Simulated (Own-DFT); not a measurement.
# Which defects push the lattice out? D0_22 TiAl3

Source: density functional calculations with Own-DFT, an unreviewed in-house program that is no longer used. Nothing was measured or relaxed, and spin and spin-orbit coupling are left out.

Common settings: PBE; PseudoDojo norm-conserving scalar-relativistic files; cutoff 42 hartree; 4 x 4 x 4 k mesh centred on Gamma; cold (Marzari-Vanderbilt) smearing of 0.2 eV.

Caveats: forces on such cells failed a check on a denser k mesh; stress not checked against mesh or cutoff.

All runs share one cell, with vectors in Å (-2.365, -6.981, 4.326); (-7.667, 3.491, 1.442); (-2.950, -3.488, -7.241) and a volume of 625.4 Å³. u is the rms random offset of the atoms per axis. The defect's site can differ from row to row.

```
cell,formula,u (Å),P (GPa)
no defect,Al30Ti10,0.0197,1.98
no defect,Al30Ti10,0.0471,2.66
no defect,Al30Ti10,0.0481,2.53
two Al vacancies,Al28Ti10,0.0296,1.15
two Al vacancies,Al28Ti10,0.0309,1.20
two Al vacancies,Al28Ti10,0.0488,1.59
two Al on a Ti site each,Al32Ti8,0.0281,2.89
two Al on a Ti site each,Al32Ti8,0.0291,2.91
two Al on a Ti site each,Al32Ti8,0.0491,?
two Al on a Ti site each,Al32Ti8,0.0502,3.34
two Ti on an Al site each,Al28Ti12,0.0278,3.30
two Ti on an Al site each,Al28Ti12,0.0490,3.73
two Ti on an Al site each,Al28Ti12,0.0552,4.06
```

## Worked fit

P = P0 + c u² + a shift for each defect gives P0 = 1.90 GPa, c = 300 ± 22 GPa/Å² and a scatter of 0.06 GPa. The shifts, and each times the cell's volume:

- two Ti on an Al site each: 1.18 ± 0.05 GPa, 4.6 eV (2.3 eV for each of its 2 sites)
- two Al on a Ti site each: 0.74 ± 0.05 GPa, 2.9 eV (1.4 eV for each of its 2 sites)
- two Al vacancies: -1.01 ± 0.05 GPa, -3.9 eV (-2.0 eV for each of its 2 sites)

Positive is outwards. The product with the volume (160.2 GPa Å³ to the eV) is nearly free of the cell's size; divided by the bulk modulus at the cell's pressure it gives the volume that the defect adds. The atoms around the defects weren't relaxed, which would change these numbers.

## Withheld run

Asked: what pressure belongs in the blank (two Al on a Ti site each, u = 0.0491 Å)?

The fit gives 3.36 ± 0.08 GPa. The hidden result is 3.39 GPa.
